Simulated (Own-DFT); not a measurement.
# Computed records: GaP (zincblende, atoms displaced)

A calculation, not a measurement: plane-wave PBE density functional theory by an unreviewed code, no spin, of a simulated periodic cell, stress positive in tension, free energy of the whole cell less one offset for each atom, forces on such cells passed a denser k mesh, this cell's mesh not checked; offsets are fitted by least squares, one for each functional and potential file, so energies compare only between cells with the same atoms and settings and are not formation energies; the far tail of each file's local potential was reset to the Coulomb form; each entry is a single point on an unrelaxed cell, so the pressure reflects the starting lattice, mostly measured values (interpolated for alloys), from which strain is counted, and rises with the displacements; printed positions are rounded, which can move forces by about a meV/angstrom; the program, named Own-DFT, is a retired in-house code; no spin-orbit coupling. Program: Own-DFT development build.

Settings shared by all entries: functional PBE; potential files PseudoDojo norm-conserving, scalar-relativistic, standard set; wave cutoff 42 hartree; occupations Fermi-Dirac; smearing width 0.1 eV; hardware one NVIDIA H200; k mesh 2 x 3 x 3 centred on Gamma.

(1) GaP (zincblende, atoms displaced)

```cif
# cell vector a (Å): 16.3515 0.0000 0.0000
# cell vector b (Å): 0.0000 10.9010 0.0000
# cell vector c (Å): 0.0000 0.0000 10.9010
data_GaP
_symmetry_space_group_name_H-M 'P 1'
_symmetry_Int_Tables_number 1
_cell_length_a 16.3515
_cell_length_b 10.9010
_cell_length_c 10.9010
_cell_angle_alpha 90.000
_cell_angle_beta 90.000
_cell_angle_gamma 90.000
_cell_volume 1943.08
loop_
_atom_site_label
_atom_site_type_symbol
_atom_site_fract_x
_atom_site_fract_y
_atom_site_fract_z
_atom_site_occupancy
Ga1 Ga 0.02026 0.99651 0.97755 1
Ga2 Ga 0.99284 0.27080 0.22634 1
Ga3 Ga 0.16591 0.01318 0.24917 1
Ga4 Ga 0.15970 0.27114 0.00380 1
P1 P 0.08531 0.10376 0.11977 1
P2 P 0.06291 0.37054 0.36654 1
P3 P 0.25137 0.14929 0.38042 1
P4 P 0.24546 0.36780 0.15046 1
Ga5 Ga 0.00595 0.02195 0.48228 1
Ga6 Ga 0.00216 0.24157 0.74922 1
Ga7 Ga 0.17117 0.00047 0.73269 1
Ga8 Ga 0.17176 0.25395 0.49027 1
P5 P 0.07635 0.10765 0.63522 1
P6 P 0.08662 0.36816 0.89203 1
P7 P 0.24332 0.09617 0.86994 1
P8 P 0.23556 0.40105 0.62146 1
Ga9 Ga 0.00453 0.50106 0.02447 1
Ga10 Ga 0.98462 0.74553 0.24526 1
Ga11 Ga 0.16700 0.49933 0.24512 1
Ga12 Ga 0.15851 0.73893 0.05532 1
P9 P 0.07172 0.62342 0.13229 1
P10 P 0.09229 0.88369 0.37370 1
P11 P 0.25568 0.62460 0.38263 1
P12 P 0.26758 0.88640 0.14729 1
Ga13 Ga 0.00512 0.49650 0.49434 1
Ga14 Ga 0.99208 0.73389 0.73322 1
Ga15 Ga 0.15329 0.50618 0.75383 1
Ga16 Ga 0.17847 0.75733 0.48112 1
P13 P 0.08726 0.61681 0.61104 1
P14 P 0.08586 0.86996 0.88570 1
P15 P 0.23703 0.62523 0.85092 1
P16 P 0.24685 0.88390 0.61983 1
Ga17 Ga 0.32174 0.99339 0.99955 1
Ga18 Ga 0.34632 0.24722 0.24366 1
Ga19 Ga 0.50330 0.97977 0.22863 1
Ga20 Ga 0.50600 0.24263 0.00321 1
P17 P 0.42222 0.12381 0.11639 1
P18 P 0.41564 0.39051 0.39147 1
P19 P 0.60824 0.12713 0.34992 1
P20 P 0.56905 0.37539 0.12492 1
Ga21 Ga 0.35180 0.00769 0.47881 1
Ga22 Ga 0.32666 0.24308 0.74001 1
Ga23 Ga 0.50003 0.00365 0.74396 1
Ga24 Ga 0.48918 0.22992 0.50222 1
P21 P 0.40979 0.14366 0.62828 1
P22 P 0.42867 0.38307 0.88050 1
P23 P 0.59055 0.11837 0.88216 1
P24 P 0.57734 0.38564 0.62947 1
Ga25 Ga 0.31376 0.49346 0.00013 1
Ga26 Ga 0.33457 0.78424 0.25081 1
Ga27 Ga 0.50352 0.51254 0.24993 1
Ga28 Ga 0.48337 0.73974 0.98539 1
P25 P 0.42180 0.62882 0.12737 1
P26 P 0.41809 0.88580 0.38418 1
P27 P 0.59647 0.62404 0.40254 1
P28 P 0.59642 0.86428 0.12644 1
Ga29 Ga 0.34965 0.49468 0.50416 1
Ga30 Ga 0.33722 0.75588 0.77636 1
Ga31 Ga 0.49641 0.48969 0.74796 1
Ga32 Ga 0.50860 0.74242 0.48432 1
P29 P 0.41207 0.62791 0.59943 1
P30 P 0.42713 0.86648 0.85772 1
P31 P 0.58294 0.60775 0.88078 1
P32 P 0.58340 0.87238 0.64046 1
Ga33 Ga 0.67032 0.97640 0.99447 1
Ga34 Ga 0.67482 0.24259 0.26268 1
Ga35 Ga 0.84446 0.00368 0.23863 1
Ga36 Ga 0.83263 0.25877 0.01886 1
P33 P 0.74998 0.13316 0.13333 1
P34 P 0.73021 0.39202 0.35700 1
P35 P 0.90057 0.10184 0.39265 1
P36 P 0.92639 0.36795 0.11218 1
Ga37 Ga 0.67186 0.00901 0.51182 1
Ga38 Ga 0.66402 0.24832 0.76999 1
Ga39 Ga 0.83511 0.00652 0.76108 1
Ga40 Ga 0.84516 0.24023 0.49475 1
P37 P 0.74895 0.11380 0.61677 1
P38 P 0.73177 0.37601 0.87013 1
P39 P 0.91727 0.14708 0.85971 1
P40 P 0.91066 0.39933 0.62779 1
Ga41 Ga 0.67171 0.49314 0.00113 1
Ga42 Ga 0.66819 0.75666 0.24006 1
Ga43 Ga 0.82839 0.49087 0.25349 1
Ga44 Ga 0.83250 0.74171 0.98363 1
P41 P 0.75444 0.64926 0.12452 1
P42 P 0.74023 0.89159 0.35304 1
P43 P 0.92085 0.61139 0.38233 1
P44 P 0.93161 0.89200 0.14395 1
Ga45 Ga 0.67850 0.48625 0.49351 1
Ga46 Ga 0.66247 0.73748 0.76165 1
Ga47 Ga 0.83021 0.51000 0.73962 1
Ga48 Ga 0.81207 0.75557 0.48529 1
P45 P 0.75892 0.65012 0.64212 1
P46 P 0.74940 0.90211 0.85284 1
P47 P 0.92191 0.60599 0.88521 1
P48 P 0.92146 0.87591 0.62210 1
```

It finds free energy of cell above offsets -16.875 eV; pressure 8 GPa; stress xx -7.76 GPa; stress yy -8.28 GPa; stress zz -7.96 GPa; stress yz -1.04 GPa; stress xz 0.99 GPa; stress xy 1.37 GPa; wall time 982.9 s.

Force:
```csv
element,x (eV/Å),y (eV/Å),z (eV/Å)
Ga,-4.094,2.609,1.604
Ga,3.137,-5.676,3.706
Ga,1.676,-0.421,1.428
Ga,3.225,-4.411,3.102
P,-0.69,3.848,-0.251
P,3.385,-0.775,0.022
P,2.186,-2.931,-2.333
P,0.985,-0.556,-2.405
Ga,0.609,-2.347,0.974
Ga,0.889,2.566,-1.211
Ga,-1.627,-1.229,1.016
Ga,-2.758,1.772,2.245
P,0.878,2.25,-1.234
P,-3.318,3.045,-3.651
P,0.576,3.622,0.595
P,1.691,-2.018,-0.329
Ga,-0.311,-0.915,-3.615
Ga,1.137,-0.621,2.359
Ga,-1.188,1.214,2.264
Ga,2.958,3.169,-3.716
P,0.444,-0.504,3.237
P,-1.308,-0.637,-0.582
P,0.684,-0.482,-2.026
P,-6.523,2.661,-3.778
Ga,-0.783,0.353,1.494
Ga,0.874,0.139,0.874
Ga,-0.796,-1.368,-0.296
Ga,-0.921,0.237,1.661
P,-0.415,1.557,-0.016
P,2.657,-3.988,-2.924
P,1.612,1.209,3.767
P,2.705,-1.328,-0.866
Ga,2.475,0.354,-1.011
Ga,-0.205,0.827,1.492
Ga,0.35,1.425,1.082
Ga,-0.178,0.327,-1.338
P,-0.962,-1.314,-0.033
P,3.253,-4.226,-4.781
P,-7.22,-5.784,5.331
P,2.742,0.215,0.899
Ga,-4.481,3.52,3.834
Ga,-2.031,2.47,2.358
Ga,0.367,1.199,-0.01
Ga,3.431,2.718,-2.159
P,0.767,-3.932,0.005
P,-3.169,-1.908,0.956
P,-1.515,-0.925,0.388
P,1.883,-2.64,-1.523
Ga,1.15,0.477,-0.477
Ga,4.11,-6.492,4.166
Ga,0.391,-0.277,1.505
Ga,3.084,-0.692,0.71
P,-2.635,0.389,0.592
P,4.068,-3.193,-2.973
P,0.451,-0.137,-3.882
P,-3.676,0.691,-2.941
Ga,-5.769,0.807,1.557
Ga,-2.45,-1.582,-3.64
Ga,-0.105,2.636,-0.875
Ga,-1.474,1.803,2.316
P,2.072,2.742,4.031
P,-0.481,2.721,1.857
P,-0.633,1.214,-0.085
P,0.129,-0.105,-2.07
Ga,-0.155,2.116,1.092
Ga,1.655,4.511,-4.728
Ga,-2.636,0.207,0.245
Ga,-1.112,-0.749,-2.815
P,0.969,-1.333,-1.377
P,4.297,-2.119,-1.7
P,1.847,0.612,-2.192
P,-4.898,3.322,-1.369
Ga,-2.68,-2.591,-2.46
Ga,-1.265,-1.327,-3.708
Ga,2.846,1.496,-3.121
Ga,-2.4,2.954,2.412
P,2.493,3.753,3.031
P,4.877,1.037,0.806
P,-1.71,-2.007,3.403
P,1.804,-3.058,-1.481
Ga,-1.483,1.285,2.137
Ga,0.607,-2.288,3.171
Ga,1.344,1.436,-0.731
Ga,0.739,1.914,-0.272
P,0.149,-2.997,-0.261
P,1.163,-0.178,1.363
P,-2.279,1.385,-0.895
P,-0.344,-0.118,-4.023
Ga,-2.261,2.568,5.774
Ga,-0.373,0.875,0.266
Ga,-0.661,-0.429,2.533
Ga,2.186,0.888,-0.471
P,-1.461,-1.121,-1.396
P,-0.956,-4.591,2.017
P,-0.442,0.63,-0.924
P,-1.167,0.543,-0.716
```

(2) GaP (zincblende, atoms displaced)

```cif
# cell vector a (Å): 16.3515 0.0000 0.0000
# cell vector b (Å): 0.0000 10.9010 0.0000
# cell vector c (Å): 0.0000 0.0000 10.9010
data_GaP
_symmetry_space_group_name_H-M 'P 1'
_symmetry_Int_Tables_number 1
_cell_length_a 16.3515
_cell_length_b 10.9010
_cell_length_c 10.9010
_cell_angle_alpha 90.000
_cell_angle_beta 90.000
_cell_angle_gamma 90.000
_cell_volume 1943.08
loop_
_atom_site_label
_atom_site_type_symbol
_atom_site_fract_x
_atom_site_fract_y
_atom_site_fract_z
_atom_site_occupancy
Ga1 Ga 0.01499 0.01547 0.99372 1
Ga2 Ga 0.02304 0.23312 0.25755 1
Ga3 Ga 0.16983 0.97815 0.24481 1
Ga4 Ga 0.15300 0.25149 0.01426 1
P1 P 0.08176 0.11667 0.10267 1
P2 P 0.09271 0.36576 0.37486 1
P3 P 0.27104 0.12305 0.39777 1
P4 P 0.26491 0.39452 0.11146 1
Ga5 Ga 0.98382 0.01813 0.47840 1
Ga6 Ga 0.99785 0.25533 0.76305 1
Ga7 Ga 0.15646 0.00404 0.78129 1
Ga8 Ga 0.16015 0.23387 0.51232 1
P5 P 0.09310 0.12214 0.61233 1
P6 P 0.07605 0.38418 0.87432 1
P7 P 0.25434 0.12992 0.86262 1
P8 P 0.25792 0.37519 0.62695 1
Ga9 Ga 0.99755 0.50615 0.00088 1
Ga10 Ga 0.01020 0.74312 0.23579 1
Ga11 Ga 0.18140 0.48820 0.25300 1
Ga12 Ga 0.17953 0.77104 0.97281 1
P9 P 0.07308 0.60638 0.10816 1
P10 P 0.07664 0.87457 0.36599 1
P11 P 0.24880 0.62259 0.39211 1
P12 P 0.24355 0.87621 0.13524 1
Ga13 Ga 0.00718 0.49678 0.51211 1
Ga14 Ga 0.01206 0.73358 0.74512 1
Ga15 Ga 0.14976 0.51680 0.75246 1
Ga16 Ga 0.16022 0.72757 0.48699 1
P13 P 0.07908 0.62322 0.62902 1
P14 P 0.08219 0.86521 0.89177 1
P15 P 0.24263 0.62587 0.89341 1
P16 P 0.24209 0.86988 0.63308 1
Ga17 Ga 0.33661 0.98567 0.99431 1
Ga18 Ga 0.32478 0.24980 0.24314 1
Ga19 Ga 0.50419 0.00409 0.27762 1
Ga20 Ga 0.49537 0.25775 0.99925 1
P17 P 0.41243 0.11257 0.12577 1
P18 P 0.41482 0.35866 0.36737 1
P19 P 0.58729 0.10722 0.36957 1
P20 P 0.60519 0.37505 0.13460 1
Ga21 Ga 0.30450 0.01792 0.53479 1
Ga22 Ga 0.33616 0.24747 0.74672 1
Ga23 Ga 0.51181 0.98188 0.72477 1
Ga24 Ga 0.50369 0.25428 0.51730 1
P21 P 0.41209 0.15996 0.57523 1
P22 P 0.41372 0.38213 0.86918 1
P23 P 0.58799 0.12586 0.88664 1
P24 P 0.59018 0.34859 0.62315 1
Ga25 Ga 0.34114 0.49417 0.02262 1
Ga26 Ga 0.33835 0.73678 0.22288 1
Ga27 Ga 0.48995 0.49967 0.24180 1
Ga28 Ga 0.48249 0.74956 0.99387 1
P25 P 0.42245 0.61200 0.12612 1
P26 P 0.41413 0.88275 0.38831 1
P27 P 0.57623 0.61944 0.37720 1
P28 P 0.59589 0.87313 0.12753 1
Ga29 Ga 0.32351 0.49997 0.51183 1
Ga30 Ga 0.32330 0.73792 0.77270 1
Ga31 Ga 0.49283 0.49042 0.74929 1
Ga32 Ga 0.50130 0.75841 0.48543 1
P29 P 0.42725 0.61108 0.60208 1
P30 P 0.40986 0.87552 0.88058 1
P31 P 0.58736 0.63849 0.88006 1
P32 P 0.59052 0.87564 0.62458 1
Ga33 Ga 0.64855 0.98599 0.01837 1
Ga34 Ga 0.67107 0.25763 0.23404 1
Ga35 Ga 0.85494 0.98844 0.22361 1
Ga36 Ga 0.83263 0.26197 0.00605 1
P33 P 0.76360 0.12588 0.10537 1
P34 P 0.74000 0.37841 0.37995 1
P35 P 0.91502 0.14179 0.34861 1
P36 P 0.90535 0.40252 0.13104 1
Ga37 Ga 0.66389 0.97716 0.52964 1
Ga38 Ga 0.67775 0.23739 0.75658 1
Ga39 Ga 0.83119 0.00779 0.72289 1
Ga40 Ga 0.82459 0.27722 0.48372 1
P37 P 0.76376 0.13281 0.63642 1
P38 P 0.76890 0.36520 0.87234 1
P39 P 0.90774 0.10940 0.88104 1
P40 P 0.90816 0.38529 0.61767 1
Ga41 Ga 0.66765 0.50283 0.99140 1
Ga42 Ga 0.66113 0.75024 0.25665 1
Ga43 Ga 0.83900 0.50212 0.25909 1
Ga44 Ga 0.83848 0.75702 0.98317 1
P41 P 0.74674 0.63974 0.11851 1
P42 P 0.75411 0.87676 0.36310 1
P43 P 0.92776 0.63351 0.37747 1
P44 P 0.92966 0.86890 0.12922 1
Ga45 Ga 0.65441 0.50001 0.49610 1
Ga46 Ga 0.65787 0.75321 0.74619 1
Ga47 Ga 0.85143 0.50960 0.74847 1
Ga48 Ga 0.83506 0.73597 0.51572 1
P45 P 0.76008 0.63413 0.62622 1
P46 P 0.74965 0.87945 0.84601 1
P47 P 0.92176 0.65255 0.85993 1
P48 P 0.91806 0.86098 0.59744 1
```

It finds free energy of cell above offsets -14.800 eV; pressure 8.4 GPa; stress xx -8.47 GPa; stress yy -8.98 GPa; stress zz -7.77 GPa; stress yz 1.95 GPa; stress xz 1.05 GPa; stress xy -1.06 GPa; wall time 1041 s.

Force:
```csv
element,x (eV/Å),y (eV/Å),z (eV/Å)
Ga,-5.646,-3.956,-3.29
Ga,-1.48,0.985,-0.966
Ga,-2.118,3.532,3.381
Ga,3.091,2.48,-2.689
P,3.338,1.746,6.252
P,0.493,0.623,0.61
P,-4.666,3.165,-5.973
P,-6.622,-6.098,4.25
Ga,1.224,-1.129,1.062
Ga,-1.099,-1.442,-1.46
Ga,0.676,-0.121,-2.377
Ga,4.654,4.023,-3.36
P,-5.121,-3.803,4.381
P,0.588,-0.468,0.811
P,-0.751,-0.513,2.312
P,-3.236,-0.611,1.55
Ga,-3.588,-1.672,-2.258
Ga,-0.152,-0.867,0.664
Ga,-1.304,1.018,-0.116
Ga,-0.302,0.01,3.878
P,5.053,2.885,3.086
P,0.649,-0.036,0.768
P,1.549,-0.581,-3.322
P,3.549,-2.763,-3.748
Ga,-1.476,-0.725,-2.085
Ga,-1.544,4.453,0.459
Ga,3.324,-2.186,1.288
Ga,-1.311,3.162,1.256
P,1.709,-0.072,-3.003
P,-2.002,1.05,-2.286
P,1.383,-3.379,-1.171
P,-1.039,-1.279,1.322
Ga,-2.135,2.657,1.856
Ga,1.402,-0.751,-0.053
Ga,-2.84,-2.372,-3.176
Ga,0.717,-0.631,0.672
P,0.577,0.801,0.19
P,0.297,1.73,0.267
P,3.298,3.659,3.057
P,-5.507,3.587,-3.612
Ga,3.421,-3.532,2.874
Ga,0.898,0.402,-0.867
Ga,-3.387,4.069,3.316
Ga,4.177,1.83,-5.491
P,-5.395,-5.571,5.268
P,-0.715,-0.905,1.545
P,-1.066,-0.376,-1.051
P,1.333,2.883,2.282
Ga,3.461,3.427,-6.013
Ga,-0.989,1.741,3.135
Ga,2.882,-3.029,2.926
Ga,2.877,-0.071,0.699
P,-0.294,2.472,-1.893
P,-1.36,-0.281,-1.039
P,-0.024,0.537,-1.318
P,-6.251,-4.188,3.979
Ga,2.333,-0.086,-1.373
Ga,1.304,0.605,-2.342
Ga,2.328,1.224,-1.127
Ga,-0.118,-0.346,0.748
P,-0.797,0.932,1.705
P,1.515,-1.032,-3.341
P,-2.079,-1.458,-0.351
P,-3.517,-6.068,0.449
Ga,5.287,5.102,-5.337
Ga,3.118,-4.943,3.183
Ga,-3.586,2.559,2.07
Ga,2.359,-0.357,0.764
P,-2.186,-1.903,1.976
P,-0.752,1.628,-2.277
P,-0.997,0.229,0.78
P,2.964,-3.367,-2.426
Ga,5.881,5.477,-5.88
Ga,-0.325,0.592,0.9
Ga,3.587,-4.571,2.667
Ga,1.698,-2.541,1.605
P,-3.223,2.603,-4.71
P,-2.479,2.911,-1.973
P,1.543,1.019,-0.401
P,2.283,-1.589,-0.319
Ga,1.572,-0.156,0.145
Ga,1.361,-0.707,0.413
Ga,-2.389,2.546,1.856
Ga,-1.537,1.198,1.05
P,1.033,-0.798,0.221
P,0.22,-0.235,1.507
P,-0.429,-1.049,0.352
P,1.199,-1.143,-3.61
Ga,1.321,-0.094,1.489
Ga,2.464,-1.074,0.509
Ga,-2.116,0.563,0.908
Ga,0.4,1.31,-4.805
P,-4.128,-3.145,2.098
P,-0.156,0.327,1.947
P,-0.297,-2.658,1.577
P,2.14,2.981,2.575
```
